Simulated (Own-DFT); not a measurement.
# Strain and stress in diamond-structure GeSn with randomly placed atoms, 64 atoms (Ge52Sn12)

All numbers below are calculated, not measured. They come from Own-DFT, an in-house plane-wave density functional program, since retired, whose code no person has reviewed. Each row is one single-point run on a periodic cell that was not relaxed, without spin or spin-orbit coupling.

Settings of every run: PBE; PseudoDojo norm-conserving scalar-relativistic files; cutoff 49 hartree; 3 x 3 x 3 k mesh centred on Gamma; Fermi-Dirac smearing of 0.1 eV.

Known limits: forces on such cells moved up to 12 meV/angstrom on a denser k mesh; stress not checked against mesh or cutoff.

Unstrained cell vectors in Å: (11.628, 0.000, 0.000); (0.000, 11.628, 0.000); (0.000, 0.000, 11.628). The unstrained cell has measured lattice constants (interpolated for alloys), not those of this functional. That, the random moves and any unrelaxed bonds set the pressure at no strain. Each run strains this cell uniformly, with the atoms carried along. Every atom was also moved at random, by a Gaussian of width 0.05 Å on each axis. The random placing of the alloy's atoms differs from row to row. Strain is the symmetric tensor, in per cent. Stress is positive in tension, and the pressure is minus a third of its trace.

| run | e_xx (%) | e_yy (%) | e_zz (%) | s_xx (GPa) | s_yy (GPa) | s_zz (GPa) | P (GPa) | E (meV/atom) |
|---|---|---|---|---|---|---|---|---|
| 1 | 2.50 | 2.50 | 0.00 | -1.93 | -1.96 | -3.21 | 2.37 | 10.1 |
| 2 | -2.00 | -2.00 | 0.00 | -8.96 | -8.99 | -7.84 | 8.60 | 54.5 |
| 3 | 0.50 | 0.50 | 0.00 | -4.54 | -4.65 | -4.86 | 4.68 | 9.3 |
| 4 | 1.25 | 1.25 | 0.00 | -3.46 | -3.61 | -4.09 | 3.72 | 5.8 |
| 5 | 1.50 | 1.50 | 0.00 | -3.07 | -3.11 | -3.85 | 3.34 | 0.0 |
| 6 | -2.50 | -2.50 | 0.00 | -10.54 | -10.46 | -9.11 | 10.04 | 102.0 |
| 7 | 3.00 | 3.00 | 0.00 | -1.15 | -1.30 | -2.56 | 1.67 | 0.8 |
| 8 | -1.50 | -1.50 | 0.00 | -8.41 | -8.24 | -7.33 | 8.00 | 62.7 |
| 9 | 2.00 | 2.00 | 0.00 | ? | ? | ? | ? | ? |

E is the free energy for each atom above the lowest run shown.

## Worked fit

The change of volume is close to e_xx + e_yy + e_zz. A straight line through the runs shown gives P = 5.84 - 74 x (fractional change of volume) GPa, with an error of 3 on the slope and a scatter of 0.37 GPa. The strain isn't the same on all axes, but the crystal is cubic, so the slope still estimates the bulk modulus, averaged over pressures from 1.7 to 10.0 GPa.

## Withheld run

Question: what pressure should run 9 give? Its volume changes by 4.04 %.

The line gives 2.8 GPa. The calculation gave 2.80 GPa.
